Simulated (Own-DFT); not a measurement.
# Stretching a layer in its plane: wurtzite AlGaN with randomly placed atoms, 128 atoms (Al48Ga16N64)

No measurement is shown. These are fixed-geometry runs of a retired plane-wave code named Own-DFT, which no person has reviewed; spin and spin-orbit coupling are neglected.

All runs used: PBE; PseudoDojo norm-conserving scalar-relativistic files (stringent for Ga); cutoff 96 hartree; 3 x 3 x 3 k mesh centred on Gamma; Gaussian smearing of 0.01 eV.

Keep in mind: k mesh not checked against a denser one; stress not checked against mesh or cutoff.

Unstrained cell vectors in Å: (12.525, 0.000, 0.000); (-6.262, 10.847, 0.000); (0.000, 0.000, 10.066). The unstrained cell has measured lattice constants (interpolated for alloys), not those of this functional. That, the random moves and any unrelaxed bonds set the pressure at no strain. Each run strains x and y alike by e, as a substrate would, and holds the height along z. Random moves of width 0.05 Å per axis were added to every atom. The random placing of the alloy's atoms differs from row to row. Stress is positive in tension.

```
e (%)  u (Å)  (s_xx + s_yy)/2 (GPa)  s_zz (GPa)
-2.50  0.049                 -22.92       -9.75
-2.00  0.051                 -18.42      -11.04
-1.75  0.051                 -17.11       -9.66
-1.50  0.052                 -16.38       -8.92
-1.25  0.050                 -14.18       -8.64
-0.50  0.048                  -9.07       -6.26
 0.25  0.050                      ?           ?
 1.75  0.049                   3.01       -4.84
 2.00  0.051                   3.36       -2.76
 2.75  0.053                   7.15       -2.94
```

## Working it out

With e as a fraction, the in-plane stress is -6.4 + 573 e - 3112 e² GPa (errors 9 and 820, scatter 0.50), and s_zz is -6.7 + 152 e GPa (slope ± 16, scatter 0.88). At e = 0 the first slope is C11 + C12 and the second 2 C13, both with the ions held to the strained lattice and at the cell's own pressure. The term in e² is negative: the layer stiffens under compression and softens under tension. A free layer would change its height as e changes, and the in-plane slope would drop by 2 C13²/C33 to the biaxial modulus. At fixed height, a misfit of 1 % moves the in-plane stress by about 5.7 GPa and s_zz by 1.5 GPa.

## Check

Question: what are the two stresses at e = 0.25 %?

The fit gives -5.0 and -6.3 GPa. The hidden result is -5.65 and -5.39 GPa.
